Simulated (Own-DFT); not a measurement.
Simulation results for In3GaP4 (zincblende random alloy, strained, atoms displaced)

All values are calculated (Own-DFT development build). A calculation, not a measurement: plane-wave PBE density functional theory by an unreviewed code, no spin, of a simulated periodic cell, stress positive in tension, free energy of the whole cell less one offset for each atom, forces on such cells passed a denser k mesh, this cell's mesh not checked; offsets are fitted by least squares, one for each functional and potential file, so energies compare only between cells with the same atoms and settings and are not formation energies; the far tail of each file's local potential was reset to the Coulomb form; each entry is a single point on an unrelaxed cell, so the pressure reflects the starting lattice, mostly measured values, from which strain is counted, and rises with the displacements; printed positions are rounded, which can move forces by about a meV/angstrom; the program is a retired in-house code; no spin-orbit coupling.

Settings shared by all entries: functional PBE; potential files PseudoDojo norm-conserving, scalar-relativistic, standard set; wave cutoff 42 hartree; occupations Fermi-Dirac; smearing width 0.1 eV; k mesh 3 x 3 x 3 centred on Gamma.

```yaml
- entry: 1
  formula: In3GaP4
  kind: "zincblende random alloy, strained, atoms displaced"
  structure:
    cell_angstrom: [[11.3066, 0.0, 0.0], [0.0, 11.3066, 0.0], [0.0, 0.0, 11.7722]]
    atoms_fractional:
      - [In, 0.99969, 0.99894, 0.00457]
      - [In, 0.00429, 0.24564, 0.25161]
      - [Ga, 0.25278, 0.99824, 0.25185]
      - [In, 0.24648, 0.24504, 0.99526]
      - [P, 0.12315, 0.12867, 0.11848]
      - [P, 0.12932, 0.37399, 0.37095]
      - [P, 0.37377, 0.13593, 0.37618]
      - [P, 0.37466, 0.37428, 0.12824]
      - [Ga, 0.00366, 0.99841, 0.50349]
      - [In, 0.99516, 0.24009, 0.75169]
      - [In, 0.24677, 0.00354, 0.7591]
      - [In, 0.25842, 0.25227, 0.4891]
      - [P, 0.13218, 0.12015, 0.62025]
      - [P, 0.13322, 0.3776, 0.87446]
      - [P, 0.37306, 0.11307, 0.87106]
      - [P, 0.38335, 0.37242, 0.62832]
      - [In, 0.9992, 0.50142, 0.0077]
      - [In, 0.0031, 0.74572, 0.25235]
      - [In, 0.24132, 0.49887, 0.24382]
      - [Ga, 0.25084, 0.75629, 0.00146]
      - [P, 0.12232, 0.61691, 0.12507]
      - [P, 0.12344, 0.87544, 0.37685]
      - [P, 0.37798, 0.62478, 0.3791]
      - [P, 0.37407, 0.87477, 0.12919]
      - [Ga, 0.99698, 0.50524, 0.50359]
      - [Ga, 0.00071, 0.74562, 0.74321]
      - [In, 0.25166, 0.4943, 0.75381]
      - [Ga, 0.25444, 0.74927, 0.50049]
      - [P, 0.12863, 0.61692, 0.62374]
      - [P, 0.13068, 0.87895, 0.86757]
      - [P, 0.37886, 0.62341, 0.8677]
      - [P, 0.37822, 0.87541, 0.62935]
      - [In, 0.50051, 0.00142, 0.99324]
      - [Ga, 0.49843, 0.24823, 0.25307]
      - [In, 0.74644, 0.00648, 0.24734]
      - [In, 0.74459, 0.25066, 0.01012]
      - [P, 0.62274, 0.12441, 0.11926]
      - [P, 0.62295, 0.37544, 0.37043]
      - [P, 0.87479, 0.1186, 0.37369]
      - [P, 0.87296, 0.37849, 0.12352]
      - [In, 0.49416, 0.99716, 0.49974]
      - [In, 0.50019, 0.24249, 0.74947]
      - [In, 0.74716, 0.99874, 0.75049]
      - [In, 0.75141, 0.24987, 0.50239]
      - [P, 0.62755, 0.12176, 0.63086]
      - [P, 0.62219, 0.38193, 0.87273]
      - [P, 0.87772, 0.12956, 0.87645]
      - [P, 0.86997, 0.37215, 0.62758]
      - [In, 0.5078, 0.49247, 0.99474]
      - [In, 0.4967, 0.75036, 0.25358]
      - [Ga, 0.74822, 0.49654, 0.25214]
      - [In, 0.75861, 0.75466, 0.99919]
      - [P, 0.6194, 0.62369, 0.12363]
      - [P, 0.6301, 0.87636, 0.37235]
      - [P, 0.86852, 0.6228, 0.37852]
      - [P, 0.87826, 0.88214, 0.12975]
      - [In, 0.49941, 0.50872, 0.49818]
      - [In, 0.49013, 0.75298, 0.75478]
      - [In, 0.74667, 0.49706, 0.74678]
      - [In, 0.7407, 0.7524, 0.50008]
      - [P, 0.63008, 0.62223, 0.6229]
      - [P, 0.63349, 0.87446, 0.88345]
      - [P, 0.8742, 0.6247, 0.87361]
      - [P, 0.8681, 0.87289, 0.62718]
  results:
    "free_energy_of_cell_above_offsets [eV]": "-27.856"
    "pressure [GPa]": 6.04
    "stress_xx [GPa]": -6.58
    "stress_yy [GPa]": -6.73
    "stress_zz [GPa]": -4.81
    "stress_yz [GPa]": 0.86
    "stress_xz [GPa]": 0.21
    "stress_xy [GPa]": -0.28
    force_element: [In, In, Ga, In, P, P, P, P, Ga, In, In, In, P, P, P, P, In, In, In, Ga, P, P, P, P, Ga, Ga, In, Ga, P, P, P, P, In, Ga, In, In, P, P, P, P, In, In, In, In, P, P, P, P, In, In, Ga, In, P, P, P, P, In, In, In, In, P, P, P, P]
    "force_x [eV/angstrom]": [0.266, -0.68, -0.396, 1.151, 0.96, -1.509, 1.431, 0.792, -0.396, 1.443, 0.127, -1.273, -0.915, -1.863, 0.765, -0.575, -0.284, -0.504, 1.529, -0.043, 0.925, 1.118, -2.085, -1.063, -0.054, -0.003, 0.552, -0.196, -0.674, -1.725, -1.253, -1.689, -0.105, 0.171, 0.045, 0.572, -1.525, 0.073, 0.93, -0.484, 0.641, 0.103, 0.702, -0.393, -0.395, 0.922, -1.266, 1.687, -1.66, 0.514, -0.123, 0.014, 1.396, -1.002, 0.371, -0.145, 0.552, 2.158, 0.527, 0.845, -1.083, -1.081, 1.068, 2.097]
    "force_y [eV/angstrom]": [-0.096, 0.355, 0.431, 0.443, -1.23, 0.882, -2.37, -0.972, -0.192, 1.174, -0.42, 1.221, 0.22, -0.679, 1.977, 0.26, -0.484, 0.015, -0.002, -0.535, 2.635, 0.52, 0.789, 0.457, -0.609, 0.077, 0.387, 0.058, 1.217, -2.619, 0.129, -0.198, -0.766, 0.432, -0.289, 0.753, 0.411, -0.323, 0.036, 0.0, 0.436, 0.334, 0.062, -0.281, 0.032, -2.238, -0.976, 0.692, 1.122, -0.168, 0.326, -0.798, -0.128, 0.472, -1.024, -0.977, -1.248, 0.072, 0.457, -0.172, 0.731, -0.061, 0.289, -0.048]
    "force_z [eV/angstrom]": [-1.109, -0.082, -0.096, 0.206, 1.531, 1.34, -2.555, -0.118, 0.01, -0.955, -2.486, 2.262, -0.646, 0.381, 0.868, -0.743, -1.823, 0.051, 0.914, -0.361, -0.848, 0.763, -0.377, -0.502, -0.28, 0.234, -0.976, 0.152, -0.696, 1.56, 2.363, -0.992, 0.838, -0.569, -0.031, -1.569, 1.616, -0.645, 1.239, 1.682, -0.274, 0.632, 0.798, -0.724, -1.267, -0.603, 1.033, -0.689, 1.302, -0.154, -0.36, 1.148, 0.721, -0.165, -0.27, 0.256, 0.592, -0.407, 0.377, 0.039, 0.718, -1.109, -0.809, -0.336]
- entry: 2
  formula: In3GaP4
  kind: "zincblende random alloy, strained, atoms displaced"
  structure:
    cell_angstrom: [[11.3066, 0.0, 0.0], [0.0, 11.3066, 0.0], [0.0, 0.0, 11.7722]]
    atoms_fractional:
      - [In, 0.00042, 0.00591, 0.99417]
      - [Ga, 0.00402, 0.24234, 0.25207]
      - [In, 0.24657, 0.00262, 0.25523]
      - [Ga, 0.24526, 0.25635, 0.00178]
      - [P, 0.12971, 0.1277, 0.12552]
      - [P, 0.12439, 0.37997, 0.37978]
      - [P, 0.37456, 0.12374, 0.37768]
      - [P, 0.38235, 0.37614, 0.13094]
      - [In, 0.00468, 0.00163, 0.50245]
      - [In, 0.00164, 0.24648, 0.74948]
      - [In, 0.24395, 0.99953, 0.75048]
      - [Ga, 0.24931, 0.24994, 0.4899]
      - [P, 0.11819, 0.1298, 0.61962]
      - [P, 0.13181, 0.37147, 0.87928]
      - [P, 0.37611, 0.13067, 0.87426]
      - [P, 0.36863, 0.37322, 0.61463]
      - [In, 0.9995, 0.49599, 0.00215]
      - [In, 0.99972, 0.75199, 0.2535]
      - [In, 0.25815, 0.49625, 0.25333]
      - [In, 0.24788, 0.75674, 0.99975]
      - [P, 0.12367, 0.62569, 0.13024]
      - [P, 0.12344, 0.87865, 0.37593]
      - [P, 0.36722, 0.62523, 0.379]
      - [P, 0.37521, 0.8752, 0.12742]
      - [In, 0.00387, 0.50029, 0.50158]
      - [In, 0.99985, 0.74962, 0.74792]
      - [In, 0.25008, 0.50504, 0.74768]
      - [Ga, 0.25399, 0.75051, 0.50075]
      - [P, 0.12499, 0.62044, 0.61969]
      - [P, 0.12553, 0.87791, 0.87727]
      - [P, 0.37094, 0.62686, 0.87086]
      - [P, 0.37338, 0.87881, 0.62447]
      - [In, 0.5047, 0.9937, 0.00071]
      - [In, 0.4921, 0.24996, 0.25747]
      - [In, 0.74036, 0.9933, 0.24486]
      - [In, 0.74879, 0.24497, 0.99597]
      - [P, 0.62882, 0.13094, 0.12112]
      - [P, 0.63031, 0.36695, 0.37171]
      - [P, 0.87444, 0.12142, 0.37033]
      - [P, 0.88334, 0.36769, 0.11994]
      - [In, 0.502, 0.0013, 0.50264]
      - [In, 0.49399, 0.23864, 0.76095]
      - [In, 0.75253, 0.9995, 0.75183]
      - [Ga, 0.7511, 0.25777, 0.49427]
      - [P, 0.62811, 0.13283, 0.62604]
      - [P, 0.62329, 0.37065, 0.87527]
      - [P, 0.87139, 0.13145, 0.87496]
      - [P, 0.86986, 0.37994, 0.62587]
      - [Ga, 0.49666, 0.49955, 0.00054]
      - [In, 0.50402, 0.75845, 0.24075]
      - [Ga, 0.74321, 0.49416, 0.24575]
      - [In, 0.74955, 0.74778, 0.9985]
      - [P, 0.62758, 0.62177, 0.12527]
      - [P, 0.62324, 0.8789, 0.37871]
      - [P, 0.87282, 0.62317, 0.37874]
      - [P, 0.86878, 0.87347, 0.12296]
      - [In, 0.50045, 0.49751, 0.49413]
      - [In, 0.50204, 0.7522, 0.75793]
      - [Ga, 0.74991, 0.49984, 0.74794]
      - [In, 0.74424, 0.74272, 0.50336]
      - [P, 0.62776, 0.6276, 0.6249]
      - [P, 0.62466, 0.88034, 0.87602]
      - [P, 0.87562, 0.62788, 0.87784]
      - [P, 0.8712, 0.87471, 0.62957]
  results:
    "free_energy_of_cell_above_offsets [eV]": "-29.291"
    "pressure [GPa]": 5.65
    "stress_xx [GPa]": -6.35
    "stress_yy [GPa]": -6.19
    "stress_zz [GPa]": -4.4
    "stress_yz [GPa]": 0.04
    "stress_xz [GPa]": 0.79
    "stress_xy [GPa]": -0.18
    force_element: [In, Ga, In, Ga, P, P, P, P, In, In, In, Ga, P, P, P, P, In, In, In, In, P, P, P, P, In, In, In, Ga, P, P, P, P, In, In, In, In, P, P, P, P, In, In, In, Ga, P, P, P, P, Ga, In, Ga, In, P, P, P, P, In, In, Ga, In, P, P, P, P]
    "force_x [eV/angstrom]": [-0.449, -0.201, 0.418, 0.918, -0.293, 0.239, -0.862, -0.608, -1.337, -0.354, 0.344, -0.247, 2.018, 0.007, -2.536, 0.012, 0.512, -0.548, -1.066, 0.077, 0.483, 0.852, 0.813, -0.661, -1.215, 0.278, 0.046, -0.389, 0.855, -0.547, 0.843, -0.458, -0.819, 1.052, 0.572, 0.167, -1.331, 0.705, -0.136, -0.979, 0.078, 1.169, -0.288, 0.495, 0.614, -0.141, 0.685, -0.576, 0.329, -0.027, 1.04, -0.286, -0.46, 0.015, -0.635, 1.042, 0.271, -0.095, -0.207, 0.947, -0.829, 0.631, -0.341, 0.396]
    "force_y [eV/angstrom]": [-0.082, 0.617, -0.153, -0.375, 1.031, -2.245, 0.368, 0.046, -0.388, 1.015, 0.866, 0.236, 0.571, 0.005, -1.615, -0.995, 0.647, -0.158, 0.33, -0.939, -0.179, -1.222, 1.514, 0.808, -0.218, -0.173, -1.083, 0.136, 1.972, -0.284, -0.523, -1.115, 1.345, -0.603, 0.806, 1.308, -0.566, 0.946, 1.1, -0.306, 0.489, 2.233, 0.624, -0.719, 0.244, 2.027, -0.849, -0.432, -0.018, -1.175, -0.139, 0.098, -1.213, -0.8, -0.694, 0.294, 0.093, -0.041, 0.175, 1.145, -1.626, -0.715, -1.343, -0.105]
    "force_z [eV/angstrom]": [0.891, 0.089, -0.474, 0.349, -0.274, -1.074, 0.839, -2.298, -0.255, 0.111, -0.398, 0.623, -0.21, -0.155, 2.645, 0.442, -0.293, -0.147, -0.339, 0.528, -0.396, 0.936, 0.126, -0.418, -0.136, 0.034, -0.303, 0.068, 0.145, -0.468, 1.634, -0.238, 0.502, -0.698, 0.175, 0.547, 0.901, 0.043, 0.216, 2.111, 0.468, -2.578, -0.308, 0.498, -0.759, -0.17, -0.594, 0.033, -0.232, 1.469, 0.1, -0.026, -0.191, -0.065, -1.223, -0.078, 0.381, -1.04, 0.409, -0.753, 1.576, -0.187, -1.156, -0.954]
- entry: 3
  formula: In3GaP4
  kind: "zincblende random alloy, strained, atoms displaced"
  structure:
    cell_angstrom: [[11.3066, 0.0, 0.0], [0.0, 11.3066, 0.0], [0.0, 0.0, 11.7722]]
    atoms_fractional:
      - [In, 0.99837, 0.99721, 0.00069]
      - [In, 0.01133, 0.24454, 0.25231]
      - [In, 0.24753, 0.99754, 0.24986]
      - [In, 0.24784, 0.24927, 0.99502]
      - [P, 0.12909, 0.12379, 0.12662]
      - [P, 0.12878, 0.37945, 0.36969]
      - [P, 0.37814, 0.12353, 0.37586]
      - [P, 0.38368, 0.371, 0.1214]
      - [In, 0.00471, 0.99962, 0.49733]
      - [In, 0.99944, 0.25174, 0.75556]
      - [In, 0.24306, 0.00687, 0.75436]
      - [In, 0.24865, 0.25386, 0.50584]
      - [P, 0.12785, 0.11979, 0.62644]
      - [P, 0.12853, 0.37928, 0.87088]
      - [P, 0.36831, 0.1254, 0.87209]
      - [P, 0.37812, 0.37293, 0.62504]
      - [Ga, 0.99632, 0.49764, 0.00287]
      - [Ga, 0.00348, 0.74954, 0.24555]
      - [In, 0.25161, 0.50417, 0.25988]
      - [Ga, 0.25235, 0.74695, 0.99698]
      - [P, 0.13104, 0.63058, 0.13016]
      - [P, 0.11776, 0.87406, 0.38142]
      - [P, 0.37597, 0.61475, 0.37533]
      - [P, 0.37478, 0.87348, 0.1264]
      - [In, 0.99736, 0.50702, 0.50004]
      - [In, 0.99644, 0.75216, 0.74584]
      - [In, 0.24335, 0.49779, 0.75225]
      - [In, 0.25109, 0.74895, 0.49467]
      - [P, 0.13272, 0.62988, 0.62806]
      - [P, 0.12334, 0.88225, 0.881]
      - [P, 0.37813, 0.63058, 0.87628]
      - [P, 0.38003, 0.87259, 0.62896]
      - [In, 0.49967, 0.9915, 0.00335]
      - [Ga, 0.50198, 0.24316, 0.2526]
      - [In, 0.74983, 0.99703, 0.24461]
      - [In, 0.74467, 0.24932, 0.00359]
      - [P, 0.6218, 0.11665, 0.12154]
      - [P, 0.62045, 0.36801, 0.3738]
      - [P, 0.87483, 0.12738, 0.38173]
      - [P, 0.87391, 0.37513, 0.12695]
      - [In, 0.5002, 0.99745, 0.50313]
      - [Ga, 0.50081, 0.24775, 0.74848]
      - [Ga, 0.74635, 0.9976, 0.75351]
      - [Ga, 0.75127, 0.25075, 0.49637]
      - [P, 0.62606, 0.12449, 0.6294]
      - [P, 0.62681, 0.37287, 0.86841]
      - [P, 0.86887, 0.1267, 0.87165]
      - [P, 0.87986, 0.37194, 0.62311]
      - [Ga, 0.50759, 0.49619, 0.00617]
      - [In, 0.50134, 0.74853, 0.2531]
      - [In, 0.74213, 0.50261, 0.24177]
      - [In, 0.75031, 0.75037, 0.99895]
      - [P, 0.63245, 0.62205, 0.12737]
      - [P, 0.62404, 0.87248, 0.37069]
      - [P, 0.86672, 0.62035, 0.37851]
      - [P, 0.88033, 0.87806, 0.12642]
      - [In, 0.50433, 0.49644, 0.50223]
      - [In, 0.5, 0.74997, 0.75059]
      - [In, 0.74684, 0.50618, 0.7494]
      - [In, 0.75523, 0.75052, 0.50081]
      - [P, 0.62214, 0.62599, 0.62316]
      - [P, 0.6217, 0.87766, 0.86772]
      - [P, 0.87537, 0.62219, 0.87894]
      - [P, 0.87156, 0.88071, 0.6208]
  results:
    "free_energy_of_cell_above_offsets [eV]": "-29.485"
    "pressure [GPa]": 5.62
    "stress_xx [GPa]": -6.19
    "stress_yy [GPa]": -6.33
    "stress_zz [GPa]": -4.34
    "stress_yz [GPa]": 0.4
    "stress_xz [GPa]": -0.09
    "stress_xy [GPa]": -0.17
    force_element: [In, In, In, In, P, P, P, P, In, In, In, In, P, P, P, P, Ga, Ga, In, Ga, P, P, P, P, In, In, In, In, P, P, P, P, In, Ga, In, In, P, P, P, P, In, Ga, Ga, Ga, P, P, P, P, Ga, In, In, In, P, P, P, P, In, In, In, In, P, P, P, P]
    "force_x [eV/angstrom]": [-0.253, -1.166, 0.325, 0.32, -0.23, -0.706, -0.041, 0.376, -0.875, 0.105, 0.846, 0.051, -0.891, -1.771, 2.108, 0.434, 0.363, -0.45, 0.219, -0.101, -0.86, 0.374, 1.065, -0.928, 0.763, 0.177, 1.832, 0.691, -0.807, 0.847, -0.359, -1.343, -0.648, -0.231, 0.207, 0.158, -0.391, 0.691, -0.694, 1.107, 0.341, -0.192, 0.266, -0.115, 0.732, -1.538, -0.33, -1.213, -0.188, -0.449, 1.246, 0.034, -2.358, 0.495, 1.033, 0.155, -0.163, 0.08, 0.568, -0.907, 0.381, 1.27, 0.926, -0.386]
    "force_y [eV/angstrom]": [1.298, 0.474, -0.163, 0.437, -0.119, -0.485, 0.663, 0.271, 0.788, -0.413, -1.388, -0.366, 1.067, -0.073, 0.472, -0.209, 0.192, -0.008, -0.852, 0.495, 0.031, -1.232, 1.473, -1.269, -0.497, 0.237, 0.824, 0.215, -0.162, -2.004, -1.134, 0.437, 0.583, -0.036, 0.459, 0.148, 1.331, -0.863, 0.328, 0.015, 0.132, -0.02, 0.465, 0.022, 0.629, 0.053, -1.092, -0.061, 0.077, -0.579, -1.632, 0.495, 1.028, 0.362, 0.76, -1.548, -0.234, -0.332, -0.656, 0.234, 0.334, 0.276, -0.324, 0.648]
    "force_z [eV/angstrom]": [-0.049, 0.089, 0.65, 0.622, -0.816, 1.409, -0.518, 0.672, 0.855, -0.628, -0.352, -0.796, -0.412, 2.052, -0.069, 1.36, 0.087, 0.581, -2.286, 0.228, -1.23, -2.113, 0.819, -0.493, 0.24, 0.61, -0.594, 0.418, -0.439, -0.212, 1.53, -0.346, -1.018, -0.38, 0.956, -0.288, 1.107, -0.297, -0.427, -0.491, -0.15, 0.175, -0.492, 0.574, 0.207, 0.547, 0.065, -0.505, -0.632, -0.455, 1.958, -0.057, -1.969, 0.794, -1.772, 0.626, -0.112, -0.232, -0.371, -0.132, -0.018, 0.314, 0.233, 1.373]
- entry: 4
  formula: In3GaP4
  kind: "zincblende random alloy, strained, atoms displaced"
  structure:
    cell_angstrom: [[11.3066, 0.0, 0.0], [0.0, 11.3066, 0.0], [0.0, 0.0, 11.7722]]
    atoms_fractional:
      - [In, 0.99967, 0.00147, 0.00873]
      - [In, 0.00117, 0.25349, 0.24573]
      - [In, 0.24479, 0.99392, 0.25045]
      - [Ga, 0.25547, 0.24919, 0.9989]
      - [P, 0.12332, 0.12033, 0.1246]
      - [P, 0.12319, 0.37078, 0.37225]
      - [P, 0.3733, 0.12076, 0.37754]
      - [P, 0.36315, 0.38175, 0.12585]
      - [In, 0.99028, 0.00325, 0.50245]
      - [Ga, 0.0017, 0.24585, 0.75395]
      - [Ga, 0.24982, 0.00109, 0.7555]
      - [In, 0.25549, 0.26005, 0.49525]
      - [P, 0.12107, 0.12389, 0.62542]
      - [P, 0.12041, 0.37862, 0.87691]
      - [P, 0.37664, 0.1264, 0.87429]
      - [P, 0.38049, 0.3805, 0.62717]
      - [In, 0.99516, 0.49399, 0.00468]
      - [In, 0.0023, 0.75497, 0.25522]
      - [In, 0.25174, 0.49652, 0.24835]
      - [In, 0.25363, 0.75138, 0.00424]
      - [P, 0.13218, 0.62528, 0.1252]
      - [P, 0.12334, 0.86869, 0.37366]
      - [P, 0.377, 0.6241, 0.37554]
      - [P, 0.37748, 0.87571, 0.1215]
      - [Ga, 0.00698, 0.49713, 0.48885]
      - [In, 0.00708, 0.7557, 0.7493]
      - [In, 0.24919, 0.50103, 0.74306]
      - [Ga, 0.24849, 0.74988, 0.49459]
      - [P, 0.12937, 0.62337, 0.62521]
      - [P, 0.1147, 0.88072, 0.87732]
      - [P, 0.37519, 0.62009, 0.87881]
      - [P, 0.37647, 0.88652, 0.61761]
      - [In, 0.49687, 0.0005, 0.00309]
      - [In, 0.49567, 0.24225, 0.24509]
      - [In, 0.75597, 0.00294, 0.25431]
      - [In, 0.74688, 0.24496, 0.99753]
      - [P, 0.61921, 0.13047, 0.11966]
      - [P, 0.62633, 0.36782, 0.37571]
      - [P, 0.87273, 0.12035, 0.37784]
      - [P, 0.878, 0.37859, 0.12595]
      - [In, 0.49797, 0.00158, 0.50772]
      - [In, 0.49372, 0.25431, 0.75517]
      - [In, 0.75885, 0.00163, 0.75519]
      - [In, 0.74276, 0.24625, 0.50397]
      - [P, 0.62344, 0.11637, 0.61977]
      - [P, 0.62999, 0.3808, 0.87413]
      - [P, 0.88538, 0.1309, 0.87503]
      - [P, 0.87653, 0.36993, 0.62563]
      - [In, 0.50022, 0.50034, 0.99785]
      - [Ga, 0.49688, 0.75011, 0.24396]
      - [In, 0.75276, 0.50025, 0.24678]
      - [Ga, 0.75499, 0.75523, 0.00153]
      - [P, 0.6283, 0.62697, 0.1215]
      - [P, 0.62612, 0.88423, 0.37212]
      - [P, 0.88072, 0.62335, 0.37566]
      - [P, 0.87032, 0.8701, 0.11775]
      - [In, 0.49981, 0.4947, 0.49997]
      - [In, 0.49911, 0.74973, 0.74874]
      - [In, 0.74842, 0.50554, 0.75259]
      - [Ga, 0.75556, 0.74754, 0.50132]
      - [P, 0.61843, 0.62801, 0.62578]
      - [P, 0.61867, 0.87988, 0.87856]
      - [P, 0.87496, 0.62458, 0.87816]
      - [P, 0.87223, 0.86872, 0.62772]
  results:
    "free_energy_of_cell_above_offsets [eV]": "-28.618"
    "pressure [GPa]": 5.81
    "stress_xx [GPa]": -6.44
    "stress_yy [GPa]": -6.38
    "stress_zz [GPa]": -4.61
    "stress_yz [GPa]": -0.04
    "stress_xz [GPa]": 0.01
    "stress_xy [GPa]": -0.57
    force_element: [In, In, In, Ga, P, P, P, P, In, Ga, Ga, In, P, P, P, P, In, In, In, In, P, P, P, P, Ga, In, In, Ga, P, P, P, P, In, In, In, In, P, P, P, P, In, In, In, In, P, P, P, P, In, Ga, In, Ga, P, P, P, P, In, In, In, Ga, P, P, P, P]
    "force_x [eV/angstrom]": [-0.677, -0.436, 0.572, -0.746, 1.423, -0.239, -0.179, 1.388, 0.937, 0.381, -0.413, -0.255, 0.804, 0.763, -1.738, -0.664, 0.947, -0.601, -0.909, -0.547, -1.226, 0.788, -0.097, 0.22, -0.456, -0.543, 0.093, 0.318, -0.675, 2.277, -0.48, -2.747, 0.194, -0.584, -0.73, 0.627, 0.956, -0.349, 0.462, -1.174, 0.606, 1.364, -0.743, 0.806, 0.469, -0.591, -0.05, 1.135, 0.208, 0.609, -0.557, -0.887, -0.208, -0.526, -0.457, -0.149, 0.758, -0.726, 0.584, -0.65, 1.475, 1.493, -0.141, -0.506]
    "force_y [eV/angstrom]": [-0.123, -0.972, 0.211, 0.222, 1.495, 1.185, 0.086, -2.193, -1.006, 0.691, 0.053, -0.91, 0.505, -1.738, -0.329, -0.724, 1.426, -1.06, 1.193, -0.003, 0.004, 0.703, 1.27, -0.534, 0.031, -1.088, -0.322, -0.039, 0.639, 0.348, 0.761, -2.103, 0.322, 1.048, -0.3, 0.786, -0.962, 0.543, 1.701, -1.3, 0.092, -0.281, -0.033, 0.162, 1.098, -0.84, 0.075, 0.518, -0.33, 0.061, 0.151, -0.637, 1.254, -2.267, -0.06, -0.012, 0.662, 0.647, 0.049, 0.036, 0.16, -0.951, 1.239, -0.307]
    "force_z [eV/angstrom]": [-0.73, 0.363, 0.112, -0.109, -0.159, 0.541, -0.452, -1.668, 0.321, -0.583, -0.511, 0.932, 1.187, -0.529, 0.447, -0.104, -0.498, -1.561, 1.309, -1.094, 0.187, 1.996, -0.279, 1.593, 1.036, -0.042, 1.319, 0.414, -2.216, -0.236, -0.911, 1.861, -0.361, 0.569, -1.524, -0.131, 0.558, -0.871, -0.474, 0.081, -2.182, -0.604, -0.023, 0.015, 2.243, 0.223, -0.165, 0.048, 0.69, 0.476, 0.762, -0.837, 0.203, 0.405, 1.261, 0.752, -0.599, 0.351, -1.042, -0.218, -1.234, 0.119, 0.489, -0.912]
```
